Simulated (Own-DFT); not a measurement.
AlN (wurtzite, strained, atoms displaced) (calculated)

Computed with Own-DFT development build. A calculation, not a measurement: plane-wave PBE density functional theory by an unreviewed code, no spin, of a simulated periodic cell, stress positive in tension, free energy of the whole cell less one offset for each atom, forces on such cells passed a denser k mesh, this cell's mesh not checked; offsets are fitted by least squares, one for each functional and potential file, so energies compare only between cells with the same atoms and settings and are not formation energies; the far tail of each file's local potential was reset to the Coulomb form; each entry is a single point on an unrelaxed cell, so the pressure reflects the starting lattice, mostly measured values (interpolated for alloys), from which strain is counted, and rises with the displacements; printed positions are rounded, which can move forces by about a meV/angstrom; the program, named Own-DFT, is a retired in-house code; no spin-orbit coupling; before rounding, a Quantum ESPRESSO 7.3.1 run of the same cell and cutoff gave forces within 1 meV/angstrom rms on each cell, which checks the program and not the settings.

AlN (wurtzite, strained, atoms displaced)

```
cell vectors (Å)
  12.3526    -0.0913    -0.1565
  -6.2554    10.7154     0.1871
  -0.1253     0.1006    10.0271
atoms (fractions of the cell vectors)
Al  0.07916  0.16517  0.99625
Al  0.16986  0.08509  0.25651
N   0.09113  0.17033  0.18969
N   0.17175  0.08209  0.43837
Al  0.08093  0.16986  0.50615
Al  0.16590  0.08449  0.76238
N   0.08382  0.16918  0.68466
N   0.16579  0.07953  0.94559
Al  0.08571  0.41552  0.00133
Al  0.16252  0.33254  0.24595
N   0.08488  0.42010  0.18013
N   0.16531  0.33079  0.43333
Al  0.07620  0.40923  0.49931
Al  0.16052  0.33494  0.74775
N   0.07873  0.41255  0.69541
N   0.16692  0.33151  0.93203
Al  0.08528  0.67056  0.99674
Al  0.16716  0.59204  0.25381
N   0.09020  0.67036  0.18911
N   0.16726  0.57511  0.44449
Al  0.07845  0.65855  0.49088
Al  0.16341  0.58529  0.74795
N   0.08373  0.66915  0.69683
N   0.16933  0.57469  0.94095
Al  0.08500  0.91599  0.99538
Al  0.15929  0.83425  0.25551
N   0.08494  0.91316  0.19654
N   0.17399  0.83739  0.44466
Al  0.08396  0.91871  0.49656
Al  0.17494  0.83751  0.75848
N   0.08126  0.92325  0.69516
N   0.16626  0.82892  0.94035
Al  0.33299  0.16308  0.99383
Al  0.40869  0.08408  0.24432
N   0.33420  0.16174  0.18771
N   0.42209  0.08424  0.44194
Al  0.33087  0.16810  0.51253
Al  0.41623  0.08558  0.75372
N   0.32575  0.16398  0.68186
N   0.40880  0.07821  0.94693
Al  0.33803  0.42454  0.99483
Al  0.40998  0.32628  0.24267
N   0.33649  0.41886  0.19330
N   0.42311  0.33748  0.44594
Al  0.33039  0.40905  0.51053
Al  0.41204  0.32985  0.74959
N   0.33232  0.41592  0.68632
N   0.42310  0.33771  0.93717
Al  0.33642  0.66609  0.00129
Al  0.41811  0.58385  0.24713
N   0.33470  0.66804  0.19502
N   0.41676  0.58461  0.44758
Al  0.33665  0.67392  0.50145
Al  0.42003  0.58038  0.75015
N   0.34314  0.66868  0.68892
N   0.41262  0.58488  0.94181
Al  0.34383  0.92553  0.00188
Al  0.42234  0.83771  0.25362
N   0.32396  0.91733  0.19379
N   0.41131  0.83362  0.44381
Al  0.33383  0.91813  0.49344
Al  0.40922  0.82796  0.75344
N   0.32801  0.91757  0.69368
N   0.41812  0.83459  0.93916
Al  0.58140  0.17084  0.00931
Al  0.66991  0.08165  0.24656
N   0.57471  0.16372  0.19978
N   0.66636  0.08371  0.43434
Al  0.58862  0.16311  0.49953
Al  0.66523  0.08270  0.74760
N   0.58618  0.16835  0.69273
N   0.66796  0.08763  0.93633
Al  0.58758  0.42142  0.00085
Al  0.66540  0.33042  0.24233
N   0.58410  0.41654  0.18976
N   0.67056  0.33543  0.43915
Al  0.58684  0.41694  0.50023
Al  0.66637  0.33260  0.75139
N   0.58231  0.41380  0.68980
N   0.66245  0.33479  0.93857
Al  0.58556  0.66132  0.99943
Al  0.66929  0.58242  0.25575
N   0.58887  0.67172  0.19025
N   0.66984  0.58318  0.44295
Al  0.58281  0.67104  0.50369
Al  0.67013  0.58746  0.75518
N   0.57853  0.66470  0.69409
N   0.66523  0.58039  0.93822
Al  0.58220  0.91926  0.99647
Al  0.67566  0.83604  0.24820
N   0.58544  0.91480  0.18710
N   0.66471  0.83282  0.44131
Al  0.57499  0.90934  0.49730
Al  0.67316  0.84467  0.75680
N   0.58537  0.91462  0.69442
N   0.65832  0.83461  0.94136
Al  0.83539  0.16068  0.00865
Al  0.91635  0.08330  0.24780
N   0.83059  0.16039  0.19630
N   0.91970  0.07560  0.44003
Al  0.83265  0.16399  0.49829
Al  0.91731  0.08560  0.75522
N   0.83000  0.16150  0.69081
N   0.91338  0.08135  0.93782
Al  0.83454  0.42411  0.99627
Al  0.91711  0.33434  0.24951
N   0.83464  0.41757  0.19274
N   0.91700  0.33155  0.44261
Al  0.83647  0.40408  0.50139
Al  0.92247  0.33950  0.74258
N   0.83447  0.41564  0.68864
N   0.91924  0.33590  0.94370
Al  0.82561  0.66382  0.00585
Al  0.92318  0.58326  0.24640
N   0.84160  0.66814  0.18540
N   0.91548  0.58270  0.43894
Al  0.83288  0.66606  0.49627
Al  0.90956  0.58751  0.74491
N   0.83213  0.66748  0.68771
N   0.91805  0.58679  0.93817
Al  0.83909  0.92792  0.99274
Al  0.91679  0.83338  0.25370
N   0.83937  0.91930  0.19814
N   0.91878  0.83016  0.44173
Al  0.83374  0.91160  0.49069
Al  0.90979  0.82424  0.75149
N   0.83341  0.91083  0.69123
N   0.91337  0.83000  0.93395
```

| Property | Result |
| --- | --- |
| functional | PBE |
| potential files | PseudoDojo norm-conserving, scalar-relativistic, standard set |
| wave cutoff | 42 hartree |
| occupations | Fermi-Dirac |
| smearing width | 0.1 eV |
| k mesh | 2 x 2 x 2 centred on Gamma |
| free energy of cell above offsets | -52.806 eV |
| pressure | 8.21 GPa |
| stress xx | -9.75 GPa |
| stress yy | -10.64 GPa |
| stress zz | -4.23 GPa |
| stress yz | 3.17 GPa |
| stress xz | -3.54 GPa |
| stress xy | -2.1 GPa |

Force:
```csv
element,x (eV/Å),y (eV/Å),z (eV/Å)
Al,1.72,0.823,0.964
Al,0.064,-0.687,-1.048
N,-1.476,-0.967,-0.895
N,-1.459,0.924,0.634
Al,1.529,-1.138,-1.853
Al,-0.576,-0.503,-2.319
N,-0.236,-0.02,2.482
N,-0.979,1.2,-0.29
Al,-0.218,-0.576,-1.22
Al,0.948,1.058,0.236
N,-0.379,-0.229,2.742
N,-0.641,0.267,1.096
Al,2.552,0.945,0.631
Al,2.024,-0.469,0.093
N,0.843,2.009,-2.312
N,0.023,-0.087,1.159
Al,1.122,-1.947,0.347
Al,2.282,-1.796,-0.243
N,-1.606,0.21,-0.127
N,-1.336,1.094,-0.481
Al,1.011,1.725,1.962
Al,1.56,-0.367,0.602
N,-0.65,-0.08,-1.288
N,-1.138,2.428,-0.687
Al,-0.07,-1.787,1.11
Al,2.583,-0.789,0.321
N,-2.538,1.703,-1.506
N,-2.391,-1.992,-0.787
Al,1.118,-0.273,1.846
Al,-2.936,-0.896,-1.299
N,0.866,-1.219,-0.286
N,0.223,2.312,0.611
Al,-0.641,1.568,1.555
Al,2.245,-1.683,2.781
N,-2.696,1.738,-1.283
N,-1.264,0.44,-0.19
Al,1.824,-0.073,-4.527
Al,0.309,-0.42,-0.963
N,0.656,0.345,5.22
N,1.162,3.055,-1.882
Al,-0.05,-2.384,1.01
Al,0.909,1.073,1.594
N,-0.641,-0.436,-1.381
N,-1.421,-1.241,-1.065
Al,0.239,1.543,-3.16
Al,0.812,0.659,-0.486
N,-0.624,-0.456,2.395
N,-1.267,-0.883,0.349
Al,-1.216,0.522,0.612
Al,0.173,0.211,1.707
N,-0.038,0.541,-0.47
N,-0.312,-0.299,-1.07
Al,0.734,-2.591,0.34
Al,-1.384,0.115,0.054
N,-2.115,-0.625,0.374
N,1.924,0.437,-0.666
Al,-0.974,-4.309,1.314
Al,-1.392,-0.466,-0.675
N,2.159,-0.189,-0.599
N,0.598,0.492,-1.171
Al,0.293,1.217,1.721
Al,0.942,1.136,-0.6
N,2.431,0.878,-0.778
N,-0.982,-0.047,0.562
Al,0.859,-0.564,-0.89
Al,-2.207,-0.673,0.745
N,1.964,0.001,-1.892
N,0.888,-0.949,0.451
Al,-1.655,1.099,-0.082
Al,0.073,-0.258,0.527
N,-0.748,-0.447,-0.32
N,-0.298,0.03,1.441
Al,-0.228,-1.472,0.289
Al,-0.162,0.697,2.041
N,-0.352,0.186,-0.271
N,0.319,-0.687,-0.279
Al,0.598,-0.295,0.365
Al,0.074,0.123,-0.516
N,-0.135,0.754,0.505
N,0.748,0.126,0.774
Al,-1.413,1.484,0.249
Al,-0.083,0.01,-0.41
N,0.533,-0.968,-0.294
N,-1.209,0.619,-0.418
Al,0.607,-1.592,0.311
Al,-1.04,-1.213,-1.838
N,2.141,1.319,0.095
N,-0.257,1.004,0.367
Al,0.219,0.109,0.365
Al,-1.675,-0.622,0.345
N,-0.054,0.656,0.331
N,0.039,0.552,-0.925
Al,1.446,1.492,1.234
Al,0.141,-2.324,-0.803
N,-1.942,0.698,-1.22
N,2.34,-0.008,0.548
Al,-1.926,2.015,-1.503
Al,1.903,0.22,1.452
N,0.658,1.655,-0.85
N,-1.545,1.547,-0.536
Al,0.668,-1.467,0.448
Al,0.315,-1.008,-2.381
N,0.411,1.334,-0.686
N,0.357,2.31,0.261
Al,1.132,-1.624,0.329
Al,0.527,-0.002,-0.622
N,0.016,-0.35,-0.982
N,0.431,-1.355,-1.463
Al,-3.235,2.444,0.023
Al,-2.017,-2.355,2.68
N,-0.448,0.576,0.117
N,-0.626,-0.995,-0.441
Al,1.911,0.963,-1.178
Al,-0.8,0.037,0.587
N,-1.288,-0.183,1.606
N,0.085,-0.908,-0.402
Al,0.831,-0.585,0.722
Al,2.781,-1.037,0.707
N,-0.839,-0.428,-0.698
N,-1.119,0.351,-0.086
Al,0.001,-5.008,1.466
Al,1.173,-0.401,-0.555
N,-0.097,0.248,-1.954
N,-0.696,0.241,-0.673
Al,-0.166,-0.067,2.067
Al,0.963,2.164,-0.619
N,-0.598,1.399,-0.334
N,-0.527,0.64,1.86
```
